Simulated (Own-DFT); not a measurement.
GaP (zincblende, strained, atoms displaced) (calculated)

A calculation, not a measurement: plane-wave PBE density functional theory by an unreviewed code, no spin, of a simulated periodic cell, stress positive in tension, free energy of the whole cell less one offset for each atom, forces on such cells passed a denser k mesh, this cell's mesh not checked; offsets are fitted by least squares, one for each functional and potential file, so energies compare only between cells with the same atoms and settings and are not formation energies; the far tail of each file's local potential was reset to the Coulomb form; each entry is a single point on an unrelaxed cell, so the pressure reflects the starting lattice, mostly measured values (interpolated for alloys), from which strain is counted, and rises with the displacements; printed positions are rounded, which can move forces by about a meV/angstrom; the program, named Own-DFT, is a retired in-house code; no spin-orbit coupling. Program: Own-DFT development build.

```yaml
- formula: GaP
  kind: "zincblende, strained, atoms displaced"
  structure:
    cell_angstrom:
      - [10.9462, 0.2065, -0.1502]
      - [0.2065, 11.0344, -0.2097]
      - [-0.1502, -0.2097, 10.8351]
    atoms_fractional:
      - [Ga, 0.00462, 0.99171, 0.00659]
      - [Ga, 0.00166, 0.2475, 0.24666]
      - [Ga, 0.24982, 0.99836, 0.25138]
      - [Ga, 0.24718, 0.24695, 0.00207]
      - [P, 0.11965, 0.12142, 0.13139]
      - [P, 0.12419, 0.37519, 0.36772]
      - [P, 0.37481, 0.13049, 0.37127]
      - [P, 0.37609, 0.36927, 0.12355]
      - [Ga, 0.99954, 0.00045, 0.50049]
      - [Ga, 0.99809, 0.24737, 0.75489]
      - [Ga, 0.25702, 0.0011, 0.74956]
      - [Ga, 0.25311, 0.24798, 0.50034]
      - [P, 0.13664, 0.12289, 0.62403]
      - [P, 0.12208, 0.37202, 0.87448]
      - [P, 0.38309, 0.1326, 0.88187]
      - [P, 0.38311, 0.38066, 0.62052]
      - [Ga, 0.00228, 0.50833, 0.99848]
      - [Ga, 0.00455, 0.7459, 0.25394]
      - [Ga, 0.24938, 0.50267, 0.25309]
      - [Ga, 0.24885, 0.74861, 0.99816]
      - [P, 0.12929, 0.62896, 0.12276]
      - [P, 0.12771, 0.86368, 0.36699]
      - [P, 0.38093, 0.62516, 0.37242]
      - [P, 0.37292, 0.87726, 0.11926]
      - [Ga, 0.00128, 0.50303, 0.50308]
      - [Ga, 0.00761, 0.7466, 0.7597]
      - [Ga, 0.25258, 0.50075, 0.7524]
      - [Ga, 0.25526, 0.75192, 0.50592]
      - [P, 0.12153, 0.62811, 0.62841]
      - [P, 0.12554, 0.87241, 0.8759]
      - [P, 0.37675, 0.62318, 0.87621]
      - [P, 0.37929, 0.87088, 0.62395]
      - [Ga, 0.50188, 0.99339, 0.99483]
      - [Ga, 0.50842, 0.25197, 0.24583]
      - [Ga, 0.74777, 0.99745, 0.24475]
      - [Ga, 0.75625, 0.2478, 0.99827]
      - [P, 0.63373, 0.12658, 0.1264]
      - [P, 0.62566, 0.37769, 0.37889]
      - [P, 0.86827, 0.13608, 0.38239]
      - [P, 0.87308, 0.37794, 0.12934]
      - [Ga, 0.49936, 0.9959, 0.49947]
      - [Ga, 0.49712, 0.24811, 0.73843]
      - [Ga, 0.7477, 0.99681, 0.74561]
      - [Ga, 0.74857, 0.24721, 0.50357]
      - [P, 0.62588, 0.12031, 0.6332]
      - [P, 0.62646, 0.37403, 0.87377]
      - [P, 0.88638, 0.124, 0.87538]
      - [P, 0.87054, 0.36769, 0.61306]
      - [Ga, 0.50056, 0.49728, 0.00328]
      - [Ga, 0.49923, 0.74401, 0.25006]
      - [Ga, 0.75142, 0.50679, 0.2523]
      - [Ga, 0.74372, 0.75469, 0.01049]
      - [P, 0.61796, 0.62933, 0.12262]
      - [P, 0.61918, 0.87063, 0.36999]
      - [P, 0.87438, 0.61492, 0.37548]
      - [P, 0.86928, 0.87389, 0.12269]
      - [Ga, 0.49784, 0.50247, 0.49599]
      - [Ga, 0.49541, 0.75345, 0.74807]
      - [Ga, 0.74937, 0.49999, 0.75757]
      - [Ga, 0.74773, 0.74996, 0.49662]
      - [P, 0.62572, 0.62589, 0.6235]
      - [P, 0.62446, 0.87424, 0.88085]
      - [P, 0.87398, 0.62281, 0.88054]
      - [P, 0.87334, 0.87099, 0.63259]
  settings:
    functional: PBE
    potential_files: "PseudoDojo norm-conserving, scalar-relativistic, standard set"
    "wave_cutoff [hartree]": 42.0
    occupations: Fermi-Dirac
    "smearing_width [eV]": 0.1
    hardware: "one NVIDIA H100"
    k_mesh: "3 x 3 x 3 centred on Gamma"
  results:
    "free_energy_of_cell_above_offsets [eV]": "-32.547"
    "pressure [GPa]": 2.66
    "stress_xx [GPa]": -2.67
    "stress_yy [GPa]": -2.09
    "stress_zz [GPa]": -3.23
    "stress_yz [GPa]": -3.39
    "stress_xz [GPa]": -2.19
    "stress_xy [GPa]": 2.89
    force_element: [Ga, Ga, Ga, Ga, P, P, P, P, Ga, Ga, Ga, Ga, P, P, P, P, Ga, Ga, Ga, Ga, P, P, P, P, Ga, Ga, Ga, Ga, P, P, P, P, Ga, Ga, Ga, Ga, P, P, P, P, Ga, Ga, Ga, Ga, P, P, P, P, Ga, Ga, Ga, Ga, P, P, P, P, Ga, Ga, Ga, Ga, P, P, P, P]
    "force_x [eV/angstrom]": [-0.711, -1.226, 0.026, -0.461, 1.015, 0.465, 0.8, -0.103, -0.064, 0.061, 0.07, -0.336, -0.881, 0.606, -0.347, -0.983, -0.084, -1.482, 0.131, 0.194, 0.104, 0.453, -0.838, 0.461, -0.12, -1.584, -0.399, -0.744, 1.107, 0.852, 0.248, -0.185, -0.401, -0.382, 0.118, -0.164, -0.583, 0.327, 1.327, 0.564, -0.177, 0.074, 0.465, -1.793, -0.141, -0.074, -0.751, 1.204, -0.328, -0.932, -1.183, -0.094, 1.106, 0.84, 0.707, 1.541, 0.526, 0.826, -0.039, 0.109, 0.087, 0.593, -0.204, 0.788]
    "force_y [eV/angstrom]": [0.255, 0.576, -0.127, -0.028, -0.189, 0.244, -0.677, 0.871, -0.27, 0.01, -0.04, 0.711, 0.348, 0.608, -0.611, -0.098, -1.168, -0.623, -0.535, -0.064, -0.247, 1.597, 0.345, -0.205, -1.096, -0.037, -0.486, -0.819, -0.335, 0.748, 0.342, 1.197, 1.102, -0.096, 0.297, 0.19, -0.201, -0.078, -1.914, 0.119, 0.512, 0.454, -0.089, 0.036, 0.208, -0.263, -0.742, 1.372, -0.487, 0.774, -0.972, -1.081, -0.654, 0.561, 1.901, -0.007, -0.106, -1.029, -0.477, -0.233, 0.094, -0.324, 1.135, -0.2]
    "force_z [eV/angstrom]": [-0.231, 0.83, 0.188, 0.238, -0.853, 0.848, -0.098, 0.145, 0.006, -1.103, 0.749, 0.024, -0.044, 0.009, -1.022, -0.163, 0.75, -0.631, -0.325, 0.234, -0.004, 1.32, 0.132, 0.348, -0.062, -0.049, -0.072, -0.615, -0.467, -0.177, -0.196, -0.092, 1.331, 0.576, 1.387, 0.17, -1.112, -0.577, -1.604, -0.763, -0.076, 1.423, 1.635, 0.281, -1.637, -0.15, -0.025, 1.94, -0.258, -0.149, -0.492, -0.801, 0.094, 0.006, 0.22, 0.72, 0.583, 0.813, -0.851, 0.4, 0.181, -1.532, -0.357, -0.99]
    "wall_time [s]": 554.7
```
